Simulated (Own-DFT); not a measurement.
# Computed records: GaN (wurtzite, atoms displaced)

All values are calculated (Own-DFT development build). A calculation, not a measurement: plane-wave PBE density functional theory by an unreviewed code, no spin, of a simulated periodic cell, stress positive in tension, free energy of the whole cell less one offset for each atom, forces on such cells passed a denser k mesh, this cell's mesh not checked; offsets are fitted by least squares, one for each functional and potential file, so energies compare only between cells with the same atoms and settings and are not formation energies; the far tail of each file's local potential was reset to the Coulomb form; each entry is a single point on an unrelaxed cell, so the pressure reflects the starting lattice, mostly measured values (interpolated for alloys), from which strain is counted, and rises with the displacements; printed positions are rounded, which can move forces by about a meV/angstrom; the program, named Own-DFT, is a retired in-house code; no spin-orbit coupling.

Settings shared by all entries: functional PBE; potential files PseudoDojo norm-conserving, scalar-relativistic, standard set with the stringent files for Ga; wave cutoff 96 hartree; occupations Gaussian; smearing width 0.01 eV; k mesh 3 x 4 x 3 centred on Gamma.

(1) GaN (wurtzite, atoms displaced)

```cif
# cell vector a (Å): 12.7560 0.0000 0.0000
# cell vector b (Å): -4.7835 8.2853 0.0000
# cell vector c (Å): 0.0000 0.0000 10.3700
data_GaN
_symmetry_space_group_name_H-M 'P 1'
_symmetry_Int_Tables_number 1
_cell_length_a 12.7560
_cell_length_b 9.5670
_cell_length_c 10.3700
_cell_angle_alpha 90.000
_cell_angle_beta 90.000
_cell_angle_gamma 120.000
_cell_volume 1095.98
loop_
_atom_site_label
_atom_site_type_symbol
_atom_site_fract_x
_atom_site_fract_y
_atom_site_fract_z
_atom_site_occupancy
Ga1 Ga 0.08078 0.22035 0.99733 1
Ga2 Ga 0.16735 0.11367 0.25174 1
N1 N 0.08474 0.22286 0.18981 1
N2 N 0.16941 0.11081 0.43668 1
Ga3 Ga 0.08354 0.22360 0.50045 1
Ga4 Ga 0.16507 0.11083 0.74931 1
N3 N 0.08315 0.22107 0.68797 1
N4 N 0.16798 0.10902 0.94053 1
Ga5 Ga 0.08682 0.55719 0.99899 1
Ga6 Ga 0.16433 0.44187 0.24986 1
N5 N 0.08205 0.55706 0.18704 1
N6 N 0.16693 0.44685 0.44108 1
Ga7 Ga 0.08017 0.55590 0.50037 1
Ga8 Ga 0.16451 0.43887 0.75027 1
N7 N 0.08488 0.55730 0.68972 1
N8 N 0.16782 0.44274 0.94153 1
Ga9 Ga 0.07996 0.88329 0.99951 1
Ga10 Ga 0.16605 0.78016 0.24899 1
N9 N 0.08322 0.88761 0.18856 1
N10 N 0.16786 0.78003 0.43969 1
Ga11 Ga 0.08331 0.88755 0.50134 1
Ga12 Ga 0.16713 0.77712 0.75230 1
N11 N 0.08306 0.88907 0.69174 1
N12 N 0.16715 0.77838 0.93779 1
Ga13 Ga 0.33085 0.21938 0.99563 1
Ga14 Ga 0.41843 0.11366 0.25220 1
N13 N 0.33404 0.22103 0.19106 1
N14 N 0.41280 0.10794 0.43792 1
Ga15 Ga 0.33190 0.22128 0.50330 1
Ga16 Ga 0.41441 0.10811 0.74975 1
N15 N 0.33077 0.21987 0.68865 1
N16 N 0.41812 0.11185 0.93550 1
Ga17 Ga 0.33289 0.55554 0.99904 1
Ga18 Ga 0.41727 0.44542 0.25022 1
N17 N 0.33267 0.55557 0.18644 1
N18 N 0.41693 0.44160 0.43874 1
Ga19 Ga 0.33329 0.55474 0.50036 1
Ga20 Ga 0.42129 0.44519 0.75164 1
N19 N 0.33105 0.55391 0.68719 1
N20 N 0.41558 0.44662 0.94091 1
Ga21 Ga 0.33085 0.88770 0.99808 1
Ga22 Ga 0.41560 0.77558 0.24964 1
N21 N 0.33454 0.88960 0.18884 1
N22 N 0.41756 0.77778 0.43767 1
Ga23 Ga 0.33157 0.88686 0.49909 1
Ga24 Ga 0.41449 0.77227 0.74851 1
N23 N 0.33806 0.88921 0.68976 1
N24 N 0.41458 0.77953 0.93894 1
Ga25 Ga 0.58476 0.22624 0.00041 1
Ga26 Ga 0.66839 0.11219 0.24961 1
N25 N 0.58372 0.22204 0.18885 1
N26 N 0.66505 0.10581 0.43503 1
Ga27 Ga 0.58559 0.22282 0.49920 1
Ga28 Ga 0.66949 0.10989 0.74814 1
N27 N 0.58160 0.22210 0.68957 1
N28 N 0.66895 0.11371 0.93849 1
Ga29 Ga 0.58330 0.55334 0.00085 1
Ga30 Ga 0.66674 0.44406 0.25266 1
N29 N 0.58468 0.55731 0.18608 1
N30 N 0.66665 0.44694 0.44043 1
Ga31 Ga 0.58248 0.55576 0.49940 1
Ga32 Ga 0.66817 0.44487 0.74983 1
N31 N 0.58414 0.55408 0.68710 1
N32 N 0.66467 0.44059 0.93769 1
Ga33 Ga 0.58127 0.88608 0.00147 1
Ga34 Ga 0.66533 0.77955 0.25021 1
N33 N 0.58286 0.88942 0.18751 1
N34 N 0.66696 0.77874 0.43761 1
Ga35 Ga 0.58649 0.89207 0.49940 1
Ga36 Ga 0.66490 0.77368 0.74812 1
N35 N 0.58587 0.88744 0.69025 1
N36 N 0.66900 0.77722 0.94091 1
Ga37 Ga 0.83393 0.22029 0.99883 1
Ga38 Ga 0.91767 0.11187 0.24531 1
N37 N 0.83241 0.22082 0.18631 1
N38 N 0.91591 0.10747 0.44119 1
Ga39 Ga 0.83313 0.22111 0.49915 1
Ga40 Ga 0.91756 0.11120 0.75253 1
N39 N 0.83345 0.22056 0.69027 1
N40 N 0.91629 0.11227 0.93938 1
Ga41 Ga 0.83584 0.55840 0.99998 1
Ga42 Ga 0.91749 0.44410 0.25139 1
N41 N 0.83671 0.55962 0.18761 1
N42 N 0.91629 0.44038 0.43706 1
Ga43 Ga 0.83407 0.55522 0.50248 1
Ga44 Ga 0.91361 0.44138 0.74615 1
N43 N 0.83207 0.55316 0.69071 1
N44 N 0.92085 0.45029 0.93511 1
Ga45 Ga 0.83280 0.88769 0.99635 1
Ga46 Ga 0.91431 0.77489 0.24797 1
N45 N 0.83174 0.88557 0.18792 1
N46 N 0.91934 0.77624 0.43915 1
Ga47 Ga 0.83404 0.88869 0.50248 1
Ga48 Ga 0.91600 0.78114 0.75212 1
N47 N 0.83125 0.88885 0.69004 1
N48 N 0.92043 0.78068 0.93427 1
```

- free energy of cell above offsets: -10.426 eV
- pressure: 5.37 GPa
- stress xx: -5.31 GPa
- stress yy: -5.25 GPa
- stress zz: -5.55 GPa
- stress yz: -0.09 GPa
- stress xz: -0.23 GPa
- stress xy: -0.21 GPa

Force:
```tsv
element	x (eV/Å)	y (eV/Å)	z (eV/Å)
Ga	0.85	0.062	0.648
Ga	0.436	-0.468	-0.433
N	-0.338	-0.191	-0.5
N	-0.869	-0.022	0.7
Ga	0.253	-0.252	-0.403
Ga	0.365	-0.118	0.428
N	-0.263	-0.201	0.173
N	-1	-0.204	-0.487
Ga	-0.43	-0.201	0.019
Ga	0.132	0.71	0.151
N	0.408	-0.177	0.259
N	-0.175	-0.279	-0.421
Ga	0.771	0.288	0.15
Ga	-0.021	0.764	0.137
N	-0.283	-0.502	-0.189
N	-0.335	-0.106	-0.669
Ga	0.675	0.808	0.381
Ga	0.528	-0.084	0.22
N	-0.522	0.348	-0.15
N	-0.329	-0.593	-0.237
Ga	0.101	0.396	0.052
Ga	0.191	0.234	-0.489
N	0.031	-0.146	-0.412
N	-0.125	-0.151	0.17
Ga	0.664	0.375	0.983
Ga	-0.183	-0.47	-0.304
N	-0.215	0.305	-0.736
N	0.709	0.494	0.504
Ga	0.38	-0.021	-0.511
Ga	0.319	0.268	-0.15
N	0.214	0.354	0.379
N	-0.232	-0.013	0.529
Ga	0.035	0.317	0.239
Ga	-0.02	-0.217	-0.242
N	-0.009	-0.259	0.399
N	-0.29	0.313	0.053
Ga	0.127	0.182	-0.225
Ga	-0.953	-0.278	-0.1
N	0.597	-0.449	0.373
N	0.563	-0.309	-0.499
Ga	0.338	0.639	0.541
Ga	-0.119	0.247	-0.002
N	-0.258	0.004	-0.175
N	0.097	-0.053	0.236
Ga	0.55	0.156	0.258
Ga	0.38	0.552	0.307
N	-0.951	-0.345	-0.363
N	0.536	-0.413	-0.286
Ga	0.129	-0.952	-0.064
Ga	-0.342	-0.308	-0.462
N	0.157	0.289	0.121
N	0.11	1.107	0.485
Ga	-0.722	-0.387	0.212
Ga	-1.005	-0.053	0.59
N	0.611	-0.106	-0.389
N	-0.196	-0.451	-0.041
Ga	-0.076	0.143	-0.148
Ga	0.036	0.281	-0.468
N	0	-0.205	0.704
N	0.46	-0.263	-0.169
Ga	-0.075	0.125	-0.083
Ga	-0.271	-0.524	0.091
N	0.043	0.052	0.091
N	0.347	1.064	0.036
Ga	0.091	0.458	-0.476
Ga	0.276	-0.187	-0.212
N	-0.018	0.006	0.235
N	0.252	-0.147	0.225
Ga	-0.464	-0.895	0.314
Ga	0.056	0.238	0.666
N	-0.558	-0.063	-0.401
N	-0.646	-0.278	-0.667
Ga	-0.612	0.92	-0.073
Ga	-0.035	-0.486	0.75
N	0.295	0.35	0.264
N	-0.022	0.464	-0.649
Ga	0.138	-0.456	0.124
Ga	-0.171	-0.093	-0.432
N	0.245	0.074	-0.659
N	0.334	-0.386	-0.195
Ga	-0.1	-0.461	-0.289
Ga	-0.16	0.021	-0.672
N	-0.32	-1.011	0.074
N	-0.491	0.237	0.386
Ga	-0.108	0.053	-0.233
Ga	0.645	0.534	0.691
N	0.043	0.653	-0.381
N	-0.153	-0.695	0.327
Ga	0.247	0.027	0.675
Ga	0.337	0.727	0.551
N	0.032	0.496	-0.271
N	-0.633	-0.037	-0.022
Ga	0.139	-0.351	-0.416
Ga	0.38	-0.472	-0.848
N	0.352	0.048	0.036
N	-0.911	-0.397	0.766
```

(2) GaN (wurtzite, atoms displaced)

```cif
# cell vector a (Å): 12.7560 0.0000 0.0000
# cell vector b (Å): -4.7835 8.2853 0.0000
# cell vector c (Å): 0.0000 0.0000 10.3700
data_GaN
_symmetry_space_group_name_H-M 'P 1'
_symmetry_Int_Tables_number 1
_cell_length_a 12.7560
_cell_length_b 9.5670
_cell_length_c 10.3700
_cell_angle_alpha 90.000
_cell_angle_beta 90.000
_cell_angle_gamma 120.000
_cell_volume 1095.98
loop_
_atom_site_label
_atom_site_type_symbol
_atom_site_fract_x
_atom_site_fract_y
_atom_site_fract_z
_atom_site_occupancy
Ga1 Ga 0.08363 0.22354 0.00035 1
Ga2 Ga 0.16582 0.11048 0.25056 1
N1 N 0.08380 0.22307 0.18764 1
N2 N 0.16514 0.10991 0.43864 1
Ga3 Ga 0.08219 0.22041 0.49907 1
Ga4 Ga 0.16498 0.10671 0.74857 1
N3 N 0.08671 0.22245 0.68913 1
N4 N 0.16685 0.11449 0.93853 1
Ga5 Ga 0.08257 0.55350 0.00122 1
Ga6 Ga 0.16848 0.44525 0.25224 1
N5 N 0.08475 0.55672 0.18798 1
N6 N 0.16799 0.44715 0.43948 1
Ga7 Ga 0.08337 0.55386 0.50000 1
Ga8 Ga 0.16291 0.44204 0.74848 1
N7 N 0.08581 0.55572 0.69032 1
N8 N 0.16817 0.44568 0.94181 1
Ga9 Ga 0.08495 0.88468 0.00041 1
Ga10 Ga 0.16603 0.77851 0.25125 1
N9 N 0.08449 0.88641 0.18948 1
N10 N 0.16691 0.77880 0.43793 1
Ga11 Ga 0.08099 0.88943 0.49854 1
Ga12 Ga 0.16370 0.77314 0.74972 1
N11 N 0.08277 0.88938 0.68650 1
N12 N 0.17037 0.77717 0.93857 1
Ga13 Ga 0.33231 0.22356 0.00173 1
Ga14 Ga 0.41245 0.10772 0.24981 1
N13 N 0.33293 0.22214 0.18684 1
N14 N 0.41867 0.11280 0.43681 1
Ga15 Ga 0.33075 0.21766 0.49850 1
Ga16 Ga 0.41736 0.11064 0.74940 1
N15 N 0.33172 0.22008 0.68612 1
N16 N 0.41759 0.11137 0.93704 1
Ga17 Ga 0.33091 0.55755 0.00071 1
Ga18 Ga 0.41845 0.44587 0.24961 1
N17 N 0.33168 0.55759 0.18359 1
N18 N 0.41673 0.44305 0.44086 1
Ga19 Ga 0.33077 0.55009 0.50065 1
Ga20 Ga 0.41773 0.44480 0.75299 1
N19 N 0.33119 0.55734 0.68643 1
N20 N 0.41771 0.44360 0.94125 1
Ga21 Ga 0.33271 0.88978 0.99527 1
Ga22 Ga 0.41566 0.77784 0.24928 1
N21 N 0.33412 0.88895 0.19000 1
N22 N 0.41773 0.78278 0.43440 1
Ga23 Ga 0.33560 0.89175 0.50066 1
Ga24 Ga 0.41570 0.77765 0.75377 1
N23 N 0.33202 0.88686 0.68936 1
N24 N 0.41569 0.77858 0.94262 1
Ga25 Ga 0.58622 0.22385 0.99733 1
Ga26 Ga 0.66913 0.11379 0.24992 1
N25 N 0.58090 0.22076 0.18973 1
N26 N 0.66527 0.10800 0.43549 1
Ga27 Ga 0.58403 0.22720 0.49950 1
Ga28 Ga 0.67002 0.11256 0.74899 1
N27 N 0.57915 0.22481 0.68880 1
N28 N 0.66727 0.11267 0.94018 1
Ga29 Ga 0.58181 0.55398 0.99960 1
Ga30 Ga 0.66777 0.44509 0.24790 1
N29 N 0.58147 0.55560 0.19023 1
N30 N 0.66809 0.44065 0.43411 1
Ga31 Ga 0.58347 0.55636 0.49859 1
Ga32 Ga 0.66813 0.44544 0.75191 1
N31 N 0.58361 0.55690 0.69061 1
N32 N 0.66304 0.43971 0.93866 1
Ga33 Ga 0.58044 0.88382 0.00248 1
Ga34 Ga 0.66641 0.77706 0.25366 1
N33 N 0.58217 0.88674 0.18664 1
N34 N 0.66623 0.77732 0.43652 1
Ga35 Ga 0.58323 0.88519 0.49830 1
Ga36 Ga 0.66762 0.77889 0.75068 1
N35 N 0.58251 0.88762 0.68828 1
N36 N 0.66587 0.77604 0.93932 1
Ga37 Ga 0.83145 0.22254 0.00056 1
Ga38 Ga 0.91620 0.10905 0.24879 1
N37 N 0.83287 0.22136 0.18840 1
N38 N 0.91822 0.11147 0.43684 1
Ga39 Ga 0.83142 0.22256 0.49540 1
Ga40 Ga 0.91774 0.11140 0.74753 1
N39 N 0.83561 0.22390 0.69259 1
N40 N 0.92036 0.11403 0.93341 1
Ga41 Ga 0.83290 0.55508 0.99752 1
Ga42 Ga 0.92087 0.44812 0.24912 1
N41 N 0.83123 0.55468 0.18884 1
N42 N 0.91363 0.44153 0.43616 1
Ga43 Ga 0.83437 0.55905 0.49966 1
Ga44 Ga 0.91763 0.44870 0.74736 1
N43 N 0.83415 0.55484 0.68769 1
N44 N 0.91507 0.44030 0.93864 1
Ga45 Ga 0.83569 0.88739 0.00200 1
Ga46 Ga 0.91627 0.78224 0.24745 1
N45 N 0.83112 0.89168 0.18671 1
N46 N 0.91438 0.77612 0.43983 1
Ga47 Ga 0.83270 0.89001 0.50199 1
Ga48 Ga 0.91594 0.77629 0.75073 1
N47 N 0.83561 0.89123 0.68735 1
N48 N 0.91627 0.77642 0.94143 1
```

* free energy of cell above offsets: -10.262 eV
* pressure: 5.43 GPa
* stress xx: -5.21 GPa
* stress yy: -5.29 GPa
* stress zz: -5.79 GPa
* stress yz: 0.01 GPa
* stress xz: -0.03 GPa
* stress xy: -0.36 GPa

Force:
```tsv
element	x (eV/Å)	y (eV/Å)	z (eV/Å)
Ga	0.015	-0.052	-0.166
Ga	0.118	0.13	-0.316
N	-0.072	-0.148	0.375
N	-0.045	0.052	-0.273
Ga	0.131	0.384	0.29
Ga	0.359	0.629	0.449
N	-0.651	-0.157	-0.513
N	0.271	-0.87	-0.025
Ga	0.046	0.006	-0.172
Ga	-0.169	-0.009	-0.442
N	0.062	-0.037	0.227
N	-0.192	-0.699	-0.166
Ga	-0.398	0.385	-0.084
Ga	1.03	0.052	0.708
N	-0.876	-0.215	-0.583
N	-0.503	-0.18	-0.836
Ga	-0.19	0.758	-0.1
Ga	0.738	-0.148	-0.041
N	-0.702	0.367	-0.216
N	-0.165	-0.131	0.436
Ga	0.447	-0.342	0.038
Ga	0.294	0.868	-0.073
N	0.012	-0.702	0.279
N	-1.032	-0.462	-0.281
Ga	0.383	-0.369	-0.505
Ga	0.646	0.374	-0.179
N	-0.279	0.069	0.591
N	-0.425	-0.1	0.265
Ga	0.366	0.364	0.26
Ga	-0.706	-0.155	0.106
N	0.077	0.205	0.34
N	-0.248	0.185	0.189
Ga	0.711	-0.253	-0.369
Ga	-0.689	-0.186	0.088
N	0.528	-0.353	1.182
N	-0.163	-0.049	-0.522
Ga	0.359	1.168	-0.075
Ga	-0.542	-0.261	-0.453
N	0.454	-0.307	0.706
N	-0.69	0.285	-0.305
Ga	0.436	0.535	1.096
Ga	0.174	0.133	-0.174
N	-0.612	-0.181	-0.696
N	0.23	-0.973	0.711
Ga	-0.109	-0.226	-0.053
Ga	0.101	-0.061	-0.408
N	-0.06	0.114	-0.013
N	0.208	-0.142	-0.682
Ga	-0.646	-0.785	0.846
Ga	-0.731	-0.503	-0.405
N	0.232	0.128	-0.41
N	-0.04	0.227	0.711
Ga	0.288	-0.829	0.035
Ga	-0.803	-0.138	0.181
N	1.441	-0.034	-0.261
N	0.116	-0.715	-0.48
Ga	0.192	0.184	0.346
Ga	-0.405	-0.514	-0.08
N	0.595	0.193	-0.29
N	-0.472	1.082	0.669
Ga	0.364	-0.482	0.338
Ga	-0.452	-0.153	-0.29
N	0.299	0.015	-0.45
N	0.432	1.044	-0.069
Ga	0.319	0.698	-0.311
Ga	-0.442	0.065	-1.026
N	0.247	0.25	0.66
N	0.41	-0.034	0.654
Ga	-0.684	0.409	0.207
Ga	-0.107	0.05	0.103
N	0.079	0.233	0.008
N	0.352	0.203	-0.071
Ga	0.701	-0.526	-0.16
Ga	-0.077	0.648	-0.027
N	0.382	0.432	0.024
N	-0.423	-0.134	0.171
Ga	0.182	-0.359	0.675
Ga	0.248	0.251	0.243
N	-0.163	0.185	-1.201
N	-0.546	-0.523	0.881
Ga	-0.062	-0.482	0.542
Ga	-0.649	-0.399	-0.192
N	0.597	0.554	-0.379
N	0.482	0.683	0.418
Ga	-0.061	-0.733	-0.29
Ga	0.463	-0.668	0.552
N	-0.371	0.285	0.057
N	-0.032	0.88	-0.27
Ga	-0.872	0.663	-0.709
Ga	0.167	-0.625	0.297
N	0.493	-0.436	0.38
N	-0.079	0.543	-0.557
Ga	0.089	-0.038	-0.393
Ga	0.038	0.347	-0.005
N	-0.2	-0.444	0.278
N	0.426	0.004	-0.558
```

(3) GaN (wurtzite, atoms displaced)

```cif
# cell vector a (Å): 12.7560 0.0000 0.0000
# cell vector b (Å): -4.7835 8.2853 0.0000
# cell vector c (Å): 0.0000 0.0000 10.3700
data_GaN
_symmetry_space_group_name_H-M 'P 1'
_symmetry_Int_Tables_number 1
_cell_length_a 12.7560
_cell_length_b 9.5670
_cell_length_c 10.3700
_cell_angle_alpha 90.000
_cell_angle_beta 90.000
_cell_angle_gamma 120.000
_cell_volume 1095.98
loop_
_atom_site_label
_atom_site_type_symbol
_atom_site_fract_x
_atom_site_fract_y
_atom_site_fract_z
_atom_site_occupancy
Ga1 Ga 0.08365 0.22249 0.99885 1
Ga2 Ga 0.16565 0.11007 0.24880 1
N1 N 0.08471 0.22397 0.18718 1
N2 N 0.16604 0.10880 0.44159 1
Ga3 Ga 0.08395 0.22540 0.50265 1
Ga4 Ga 0.16885 0.11351 0.74984 1
N3 N 0.08622 0.22180 0.68950 1
N4 N 0.16806 0.11384 0.94102 1
Ga5 Ga 0.08434 0.55620 0.00093 1
Ga6 Ga 0.16772 0.44395 0.24878 1
N5 N 0.08079 0.55420 0.18844 1
N6 N 0.16791 0.44639 0.43952 1
Ga7 Ga 0.08199 0.55539 0.49958 1
Ga8 Ga 0.16584 0.44111 0.74880 1
N7 N 0.08485 0.55632 0.69225 1
N8 N 0.16839 0.44143 0.93949 1
Ga9 Ga 0.08084 0.88445 0.00168 1
Ga10 Ga 0.16567 0.77307 0.24908 1
N9 N 0.08594 0.88842 0.18578 1
N10 N 0.16607 0.77256 0.43847 1
Ga11 Ga 0.08352 0.88480 0.49993 1
Ga12 Ga 0.16673 0.77424 0.75083 1
N11 N 0.08225 0.89199 0.68826 1
N12 N 0.16702 0.77384 0.93671 1
Ga13 Ga 0.33158 0.21804 0.00280 1
Ga14 Ga 0.41855 0.11179 0.25259 1
N13 N 0.33306 0.22359 0.18913 1
N14 N 0.41812 0.11359 0.43631 1
Ga15 Ga 0.33478 0.21941 0.50049 1
Ga16 Ga 0.41495 0.10956 0.74825 1
N15 N 0.33466 0.22449 0.68525 1
N16 N 0.41657 0.10843 0.93693 1
Ga17 Ga 0.33303 0.55398 0.00387 1
Ga18 Ga 0.41654 0.44549 0.24885 1
N17 N 0.33215 0.55469 0.19049 1
N18 N 0.41430 0.44301 0.44160 1
Ga19 Ga 0.33064 0.55566 0.50025 1
Ga20 Ga 0.41673 0.44243 0.75365 1
N19 N 0.33469 0.55456 0.69016 1
N20 N 0.41598 0.44415 0.93973 1
Ga21 Ga 0.33385 0.88614 0.99978 1
Ga22 Ga 0.41671 0.77767 0.25016 1
N21 N 0.33463 0.88980 0.19023 1
N22 N 0.41705 0.77804 0.44128 1
Ga23 Ga 0.33397 0.88592 0.50034 1
Ga24 Ga 0.41801 0.78053 0.75224 1
N23 N 0.33290 0.89075 0.68986 1
N24 N 0.41398 0.77793 0.93666 1
Ga25 Ga 0.58593 0.22408 0.00073 1
Ga26 Ga 0.66597 0.10940 0.24950 1
N25 N 0.58209 0.22186 0.18696 1
N26 N 0.66518 0.10731 0.43939 1
Ga27 Ga 0.58231 0.22126 0.50317 1
Ga28 Ga 0.66392 0.10665 0.74781 1
N27 N 0.58195 0.21848 0.68974 1
N28 N 0.66539 0.10882 0.93708 1
Ga29 Ga 0.58184 0.54952 0.00104 1
Ga30 Ga 0.66517 0.44214 0.25068 1
N29 N 0.58595 0.55830 0.18846 1
N30 N 0.66974 0.44761 0.43534 1
Ga31 Ga 0.58562 0.55790 0.49889 1
Ga32 Ga 0.66980 0.44645 0.75245 1
N31 N 0.58137 0.55612 0.68872 1
N32 N 0.66795 0.44621 0.93755 1
Ga33 Ga 0.58340 0.88277 0.99924 1
Ga34 Ga 0.66715 0.77938 0.25087 1
N33 N 0.58351 0.88517 0.18980 1
N34 N 0.66744 0.77720 0.43545 1
Ga35 Ga 0.58712 0.89186 0.49936 1
Ga36 Ga 0.66751 0.77823 0.75419 1
N35 N 0.58167 0.88707 0.69096 1
N36 N 0.66501 0.77469 0.94140 1
Ga37 Ga 0.83522 0.22486 0.00061 1
Ga38 Ga 0.91589 0.10888 0.25117 1
N37 N 0.83626 0.22104 0.18710 1
N38 N 0.91321 0.10947 0.43864 1
Ga39 Ga 0.83353 0.22510 0.50166 1
Ga40 Ga 0.91873 0.11407 0.75122 1
N39 N 0.83185 0.22248 0.68834 1
N40 N 0.91630 0.10912 0.93788 1
Ga41 Ga 0.82889 0.55321 0.99985 1
Ga42 Ga 0.91333 0.44041 0.25229 1
N41 N 0.83118 0.55429 0.18966 1
N42 N 0.91693 0.44257 0.43893 1
Ga43 Ga 0.83670 0.55545 0.49849 1
Ga44 Ga 0.91697 0.44236 0.74955 1
N43 N 0.83377 0.55513 0.68672 1
N44 N 0.92046 0.44879 0.93641 1
Ga45 Ga 0.83459 0.88959 0.99960 1
Ga46 Ga 0.91277 0.77494 0.25133 1
N45 N 0.83423 0.88895 0.18481 1
N46 N 0.91464 0.77552 0.43716 1
Ga47 Ga 0.83312 0.88933 0.50106 1
Ga48 Ga 0.91480 0.77423 0.74892 1
N47 N 0.83426 0.89236 0.68562 1
N48 N 0.91640 0.77792 0.93725 1
```

- free energy of cell above offsets: -10.460 eV
- pressure: 5.35 GPa
- stress xx: -4.62 GPa
- stress yy: -5.26 GPa
- stress zz: -6.18 GPa
- stress yz: -0.19 GPa
- stress xz: 0.06 GPa
- stress xy: 0.11 GPa

Force:
```tsv
element	x (eV/Å)	y (eV/Å)	z (eV/Å)
Ga	-0.004	-0.175	0.215
Ga	0.124	0.004	0.47
N	-0.269	-0.372	0.28
N	-0.138	0.073	-0.52
Ga	0.182	-0.612	-0.527
Ga	0.285	-0.379	0.303
N	-0.756	0.053	-0.076
N	-0.05	-0.8	-0.471
Ga	0.283	-0.319	-0.178
Ga	-0.579	-0.097	0.317
N	0.267	-0.332	0.16
N	-0.573	-0.337	-0.292
Ga	0.517	-0.237	0.473
Ga	0.483	0.639	0.467
N	-0.207	-0.55	-0.869
N	-0.55	0.41	-0.128
Ga	0.434	0.433	-0.689
Ga	-0.002	0.512	0.074
N	-0.621	-0.324	0.761
N	-0.075	0.539	-0.096
Ga	-0.333	0.41	0.01
Ga	-0.506	0.751	-0.12
N	0.544	-0.642	0.16
N	-0.283	0.516	0.474
Ga	0.362	0.239	-0.309
Ga	-0.578	-0.054	-0.637
N	0.362	-0.2	0.217
N	0.252	-0.639	0.625
Ga	-0.685	0.449	-0.354
Ga	-0.075	0.341	0.419
N	0.106	-0.329	0.695
N	-0.044	0.397	0.3
Ga	-0.055	0.193	-0.648
Ga	0.33	-0.097	0.682
N	0.202	0.368	-0.121
N	0.41	0.264	-0.621
Ga	0.895	0.033	0.513
Ga	-0.21	0.272	-0.541
N	-0.418	0.233	-0.027
N	0.244	-0.287	0.343
Ga	-0.485	0.486	0.215
Ga	0.018	0.032	0.361
N	-0.102	-0.19	-0.195
N	0.356	0.043	-0.438
Ga	-0.323	0.423	0.08
Ga	-0.334	-0.706	-0.527
N	0.166	-0.45	-0.438
N	0.928	-0.449	0.716
Ga	-0.371	-0.693	-0.492
Ga	0.139	0.056	-0.087
N	0.491	-0.024	0.229
N	-0.036	0.958	-0.27
Ga	0.206	0.407	-0.431
Ga	0.182	0.355	0.502
N	-0.047	0.667	-0.031
N	0.383	0.118	0.328
Ga	-0.363	0.528	0.065
Ga	-0.096	0.206	-0.129
N	-0.311	-0.426	0.045
N	-0.066	-0.608	0.787
Ga	-0.449	-0.47	0.203
Ga	-0.673	-0.348	-0.881
N	0.853	0.013	0.147
N	-0.198	-0.51	0.118
Ga	-0.793	0.658	0.195
Ga	0.458	-0.228	-0.383
N	-0.427	0.431	-0.332
N	-0.062	0.251	0.534
Ga	-0.325	-0.962	0.427
Ga	-0.051	-0.103	-0.532
N	0.499	-0.013	-0.514
N	0.605	-0.158	-0.245
Ga	-0.157	-0.214	-0.512
Ga	0.469	0.165	-0.146
N	-0.815	-0.039	0.304
N	0.488	0.435	0.132
Ga	0.004	-0.701	-0.138
Ga	-0.092	-0.284	-0.289
N	0.3	-0.134	0.093
N	-0.114	0.387	0.045
Ga	1.148	0.554	0.234
Ga	0.228	0.347	-0.539
N	0.281	-0.235	-0.286
N	-0.051	0.128	-0.05
Ga	-0.744	-0.005	0.093
Ga	-0.113	0.327	0.118
N	0.154	-0.19	0.039
N	-0.66	-0.494	0.392
Ga	-0.177	-0.207	-0.187
Ga	0.656	0.364	-0.422
N	-0.139	0.008	0.607
N	0.317	0.282	0.258
Ga	0.087	-0.118	-0.287
Ga	0.07	0.719	-0.042
N	-0.053	-0.362	0.772
N	-0.131	-0.37	0.045
```
